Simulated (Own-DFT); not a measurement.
Simulation results for GaP (zincblende, atoms displaced), SiC (2H silicon carbide, atoms displaced), GaP (zincblende, strained, atoms displaced)

Computed with Own-DFT development build. A calculation, not a measurement: plane-wave PBE density functional theory by an unreviewed code, no spin, of a simulated periodic cell, stress positive in tension, free energy of the whole cell less one offset for each atom, forces on such cells passed a denser k mesh, this cell's mesh not checked; offsets are fitted by least squares, one for each functional and potential file, so energies compare only between cells with the same atoms and settings and are not formation energies; the far tail of each file's local potential was reset to the Coulomb form; each entry is a single point on an unrelaxed cell, so the pressure reflects the starting lattice, mostly measured values (interpolated for alloys), from which strain is counted, and rises with the displacements; printed positions are rounded, which can move forces by about a meV/angstrom; the program, named Own-DFT, is a retired in-house code; no spin-orbit coupling.

Common to all runs: functional PBE; potential files PseudoDojo norm-conserving, scalar-relativistic, standard set; wave cutoff 42 hartree; occupations Fermi-Dirac; smearing width 0.1 eV; hardware one NVIDIA H100.

(1) GaP (zincblende, atoms displaced)

```
cell vectors (Å)
  10.9010     0.0000     0.0000
   0.0000    10.9010     0.0000
   0.0000     0.0000    10.9010
atoms (fractions of the cell vectors)
Ga  0.00456  0.99464  0.00326
Ga  0.99426  0.26536  0.26075
Ga  0.22930  0.99824  0.24803
Ga  0.25711  0.26044  0.00141
P   0.12474  0.13723  0.13581
P   0.10542  0.36402  0.38349
P   0.38860  0.12802  0.37436
P   0.37946  0.37628  0.14252
Ga  0.01020  0.00277  0.51163
Ga  0.99863  0.27264  0.74286
Ga  0.25758  0.02025  0.76082
Ga  0.26362  0.23442  0.50700
P   0.11940  0.13513  0.62425
P   0.13685  0.37782  0.88529
P   0.37587  0.12765  0.88196
P   0.39050  0.36757  0.63291
Ga  0.01795  0.48613  0.99829
Ga  0.00094  0.74553  0.24178
Ga  0.26135  0.51804  0.24745
Ga  0.25334  0.76227  0.98837
P   0.13201  0.62213  0.13092
P   0.12062  0.86325  0.37097
P   0.37533  0.62429  0.37167
P   0.36932  0.89077  0.12864
Ga  0.01364  0.49768  0.51020
Ga  0.00533  0.75929  0.74407
Ga  0.23922  0.48558  0.76157
Ga  0.26829  0.75227  0.50651
P   0.12109  0.62837  0.62215
P   0.12309  0.87963  0.86170
P   0.36708  0.61641  0.87211
P   0.38516  0.87664  0.61728
Ga  0.48656  0.01650  0.99303
Ga  0.50469  0.24071  0.25141
Ga  0.74206  0.00280  0.24214
Ga  0.73911  0.25360  0.99828
P   0.63038  0.14184  0.12503
P   0.64045  0.38928  0.38154
P   0.89712  0.12391  0.37656
P   0.86374  0.38089  0.12871
Ga  0.49828  0.98356  0.49488
Ga  0.49460  0.25352  0.74852
Ga  0.74831  0.98963  0.74685
Ga  0.75355  0.25378  0.48674
P   0.62529  0.10950  0.62747
P   0.62994  0.37375  0.87608
P   0.86367  0.13373  0.87212
P   0.88362  0.38211  0.62587
Ga  0.49505  0.51748  0.99733
Ga  0.48584  0.74893  0.24538
Ga  0.76146  0.49673  0.25078
Ga  0.75090  0.74394  0.98859
P   0.62398  0.63324  0.12847
P   0.63022  0.86470  0.39002
P   0.86398  0.62605  0.38549
P   0.87851  0.88060  0.11928
Ga  0.49192  0.50585  0.52231
Ga  0.51248  0.75874  0.73670
Ga  0.75838  0.52001  0.74211
Ga  0.72866  0.74824  0.50260
P   0.62418  0.63127  0.62641
P   0.62457  0.87442  0.88001
P   0.88183  0.62943  0.88200
P   0.87026  0.87559  0.63451
```

| Item | Value |
| --- | --- |
| k mesh | 3 x 3 x 3 centred on Gamma |
| free energy of cell above offsets | -25.513 eV |
| pressure | 5.08 GPa |
| stress xx | -4.8 GPa |
| stress yy | -5.15 GPa |
| stress zz | -5.29 GPa |
| stress yz | 0.83 GPa |
| stress xz | -0.33 GPa |
| stress xy | 0.97 GPa |
| wall time | 558.5 s |

Force:
```csv
element,x (eV/Å),y (eV/Å),z (eV/Å)
Ga,-0.017,1.88,-0.722
Ga,-1.157,-1.285,-2.386
Ga,1.047,0.463,0.885
Ga,0.331,-0.919,1.937
P,-0.552,0.288,-1.472
P,4.257,1.922,1.094
P,-1.352,-1.887,0.293
P,0.245,0.399,-1.405
Ga,-0.881,-1.44,-0.927
Ga,0.442,-1.927,2.063
Ga,-1.473,-1.544,-1.838
Ga,-0.483,1.264,-0.753
P,1.414,-0.094,1.511
P,-1.466,-2.653,-0.804
P,-0.752,2.794,-1.249
P,-3.6,1.279,-1.067
Ga,-2.361,1.971,1.988
Ga,-1.337,-0.224,0.753
Ga,-1.367,-2.57,0.447
Ga,-0.147,-0.594,0.629
P,-0.509,0.842,-1.807
P,0.62,0.648,1.521
P,0.917,0.271,2.138
P,0.125,-0.603,-0.67
Ga,-1.545,0.481,-1.272
Ga,-0.905,-1.091,0.219
Ga,1.791,2.231,-2.665
Ga,-1.925,-0.657,-0.995
P,1.921,0.18,0.942
P,1.054,0.781,1.044
P,0.254,1.78,-0.946
P,-1.568,0.431,2.363
Ga,2.823,-2.227,2.374
Ga,0.541,2.143,0.78
Ga,1.183,-0.356,1.174
Ga,1.836,0.456,-0.264
P,-1.142,-2.269,-0.121
P,-2.354,-0.573,-0.057
P,-2.387,-0.622,-0.061
P,2.058,-1.37,-1.856
Ga,1.147,2.303,-0.554
Ga,2.982,-2.074,1.67
Ga,-0.28,1.352,1.422
Ga,0.691,-1.301,1.292
P,-0.538,1.491,-0.871
P,-1.262,1.821,-1.064
P,1.387,-0.563,-0.008
P,-2.156,0.935,-0.826
Ga,1.035,-1.652,0.909
Ga,1.353,0.878,0.089
Ga,-1.328,2.17,0.74
Ga,-0.319,0.855,1.69
P,0.309,-0.453,-0.223
P,-1.95,2.259,-4.231
P,1.502,0.162,-0.394
P,-1.01,-1.161,0.411
Ga,1.017,-0.02,-2.164
Ga,-1.214,0.021,1.98
Ga,0.308,-1.555,1.066
Ga,3.781,-0.89,0.907
P,-0.288,-1.247,0.47
P,-0.713,0.544,-0.155
P,1.293,-0.808,-1.015
P,0.673,-0.662,-1.958
```

(2) SiC (2H silicon carbide, atoms displaced)

```
cell vectors (Å)
   6.1654     0.0000     0.0000
  -3.0827     5.3394     0.0000
   0.0000     0.0000    10.0681
atoms (fractions of the cell vectors)
Si  0.99572  0.99477  0.99633
Si  0.15884  0.32202  0.24624
C   0.00237  0.99721  0.18613
C   0.16990  0.34412  0.43646
Si  0.00499  0.00554  0.50432
Si  0.15957  0.32946  0.74998
C   0.00034  0.99579  0.69206
C   0.17787  0.33659  0.94226
Si  0.99472  0.49863  0.00119
Si  0.16002  0.83086  0.25043
C   0.00543  0.51212  0.18665
C   0.16832  0.82964  0.43882
Si  0.99490  0.50360  0.50066
Si  0.16016  0.83723  0.75049
C   0.00238  0.50451  0.69485
C   0.14992  0.83678  0.93421
Si  0.49477  0.99820  0.99884
Si  0.66197  0.32200  0.25032
C   0.51560  0.00654  0.18640
C   0.66253  0.33060  0.43702
Si  0.49890  0.00105  0.49655
Si  0.66226  0.32897  0.75181
C   0.49575  0.99629  0.68700
C   0.66734  0.32650  0.93544
Si  0.50423  0.50358  0.99904
Si  0.67556  0.84255  0.24985
C   0.50656  0.51275  0.18522
C   0.66700  0.83028  0.43972
Si  0.50341  0.50258  0.50331
Si  0.66593  0.83399  0.74630
C   0.50242  0.50129  0.69133
C   0.67302  0.84352  0.93632
```

| Quantity | Value |
| --- | --- |
| k mesh | 5 x 5 x 3 centred on Gamma |
| free energy of cell above offsets | -4.546 eV |
| pressure | 3.82 GPa |
| stress xx | -2.55 GPa |
| stress yy | -3.98 GPa |
| stress zz | -4.94 GPa |
| stress yz | -0.82 GPa |
| stress xz | -0.58 GPa |
| stress xy | 0.87 GPa |
| wall time | 128.4 s |

Force:
```csv
element,x (eV/Å),y (eV/Å),z (eV/Å)
Si,-0.573,1.685,0.905
Si,0.569,2.384,0.223
C,-0.193,0.114,-0.168
C,0.077,-1.07,0.498
Si,-0.184,0.001,-0.928
Si,0.836,0.762,0.894
C,-1.071,0.95,-1.158
C,-1.51,-0.275,-0.813
Si,0.723,0.206,-0.625
Si,1.381,0.659,0.156
C,-0.109,-1.964,0.316
C,-0.972,0.813,-0.203
Si,0.769,-0.605,0.425
Si,1.554,-0.649,0.121
C,-0.612,-0.622,-1.377
C,2.588,-1.008,0.766
Si,-0.033,-0.078,-0.225
Si,-0.416,2.673,-0.517
C,-1.703,-1.134,0.018
C,0.1,0.262,0.253
Si,0.47,-0.499,0.819
Si,0.395,0.16,-0.434
C,-0.165,0.383,-0.181
C,-0.687,0.475,0.778
Si,0.524,0.27,0.039
Si,-0.006,-1.332,0.342
C,0.151,-1.506,0.718
C,0.29,0.959,-0.111
Si,-0.522,-0.314,-0.588
Si,-0.323,-0.053,0.905
C,-0.427,-0.54,-0.497
C,-0.92,-1.106,-0.35
```

(3) GaP (zincblende, strained, atoms displaced)

```
cell vectors (Å)
  10.8620     0.0000     0.0000
   0.0000    10.8620     0.0000
   0.0000     0.0000    10.9439
atoms (fractions of the cell vectors)
Ga  0.00150  0.99972  0.00161
Ga  0.00675  0.24821  0.24955
Ga  0.25593  0.99703  0.25219
Ga  0.25137  0.24541  0.00496
P   0.12431  0.12580  0.12582
P   0.13037  0.38036  0.37728
P   0.37176  0.12320  0.37733
P   0.37430  0.37313  0.11796
Ga  0.00076  0.99513  0.50399
Ga  0.99310  0.24748  0.74672
Ga  0.25376  0.99617  0.75225
Ga  0.25298  0.25293  0.49926
P   0.12245  0.12350  0.62125
P   0.12646  0.37248  0.87347
P   0.37280  0.12713  0.87645
P   0.37850  0.37477  0.62342
Ga  0.00489  0.50343  0.00183
Ga  0.00377  0.74833  0.25104
Ga  0.25177  0.49686  0.24739
Ga  0.25101  0.74788  0.99796
P   0.12329  0.62713  0.12128
P   0.12364  0.87726  0.37607
P   0.37265  0.62807  0.37803
P   0.37241  0.87333  0.12425
Ga  0.00090  0.49890  0.50155
Ga  0.00679  0.75226  0.75521
Ga  0.24795  0.49970  0.75157
Ga  0.25145  0.75388  0.49950
P   0.12369  0.62184  0.62618
P   0.13062  0.87581  0.87997
P   0.37150  0.62556  0.87286
P   0.37248  0.87680  0.62536
Ga  0.50107  0.99996  0.00190
Ga  0.50050  0.24384  0.24592
Ga  0.74534  0.00079  0.25029
Ga  0.74983  0.25110  0.99615
P   0.62707  0.12910  0.12983
P   0.62577  0.37636  0.37435
P   0.87495  0.12888  0.37646
P   0.87502  0.37662  0.13041
Ga  0.50058  0.99800  0.50126
Ga  0.49886  0.25168  0.74691
Ga  0.75168  0.00455  0.75135
Ga  0.74869  0.24766  0.49662
P   0.62581  0.12609  0.62409
P   0.62013  0.37583  0.86954
P   0.87004  0.12153  0.87783
P   0.87818  0.37125  0.63023
Ga  0.49912  0.49853  0.99909
Ga  0.50096  0.75509  0.25236
Ga  0.75202  0.50326  0.24427
Ga  0.74684  0.74554  0.99665
P   0.62449  0.62491  0.12269
P   0.62878  0.87314  0.37896
P   0.87712  0.62648  0.37565
P   0.87398  0.87332  0.12503
Ga  0.50406  0.49736  0.49925
Ga  0.50098  0.75342  0.74677
Ga  0.75190  0.49719  0.74858
Ga  0.75093  0.74497  0.49984
P   0.62376  0.62713  0.62495
P   0.62767  0.87655  0.87668
P   0.87550  0.62788  0.87785
P   0.87315  0.87277  0.62304
```

| Property | Result |
| --- | --- |
| k mesh | 3 x 3 x 3 centred on Gamma |
| free energy of cell above offsets | -35.029 eV |
| pressure | 3.13 GPa |
| stress xx | -3.31 GPa |
| stress yy | -3.34 GPa |
| stress zz | -2.75 GPa |
| stress yz | -0.51 GPa |
| stress xz | 0.38 GPa |
| stress xy | 0.27 GPa |
| wall time | 514 s |

Force:
```csv
element,x (eV/Å),y (eV/Å),z (eV/Å)
Ga,-0.282,-0.119,0.079
Ga,-0.54,0.561,0.59
Ga,-0.774,0.181,-0.164
Ga,-0.539,0.338,-0.71
P,0.442,-0.635,0.156
P,-0.437,-0.577,-0.291
P,0.702,0.152,-0.201
P,0.334,0.008,0.944
Ga,-0.512,0.478,-0.471
Ga,0.965,-0.548,0.874
Ga,-0.535,0.795,-0.107
Ga,-0.343,-0.197,0.272
P,0.555,0.129,0.641
P,-0.358,-0.3,0.32
P,0.562,-0.329,-0.203
P,-0.451,0.325,0.165
Ga,-0.664,-0.72,-0.418
Ga,-0.304,0.37,-0.085
Ga,0.12,0.67,-0.123
Ga,0.046,-0.057,0.315
P,0.74,-0.102,0.693
P,0.29,-0.246,-0.232
P,0.512,-0.443,-0.491
P,0.484,0.044,-0.043
Ga,-0.267,-0.015,0.033
Ga,-0.558,-0.095,-0.375
Ga,0.183,-0.285,-0.329
Ga,-0.598,-0.37,0.225
P,0.312,0.646,-0.071
P,-0.399,0.24,-0.299
P,0.712,-0.005,-0.044
P,0.454,-0.175,-0.095
Ga,-0.039,0.249,0.01
Ga,-0.574,0.9,0.793
Ga,0.822,-0.07,0.248
Ga,-0.154,0.492,0.461
P,0.036,-0.613,-1.082
P,0.033,-0.152,-0.55
P,0.425,-0.784,-0.301
P,0.523,-0.381,-0.938
Ga,0.032,0.182,-0.035
Ga,-0.107,-0.477,0.125
Ga,-0.304,-0.687,-0.499
Ga,0.151,0.55,0.374
P,-0.192,-0.151,0.12
P,0.546,-0.033,0.486
P,0.885,0.386,-0.011
P,-0.839,0.523,-1.246
Ga,-0.037,0.349,-0.296
Ga,-0.106,-0.499,-0.053
Ga,-0.237,0.009,0.75
Ga,0.308,0.498,0.379
P,-0.443,0.102,0.26
P,-0.307,0.238,-0.21
P,-0.027,-0.478,-0.159
P,-0.113,-0.019,0.099
Ga,-0.361,0.474,-0.071
Ga,-0.145,-0.039,0.497
Ga,-0.005,0.556,0.196
Ga,0.08,0.179,0.142
P,0.258,-0.49,0.068
P,-0.372,0.024,-0.347
P,0.206,-0.538,-0.509
P,0.206,-0.021,0.745
```
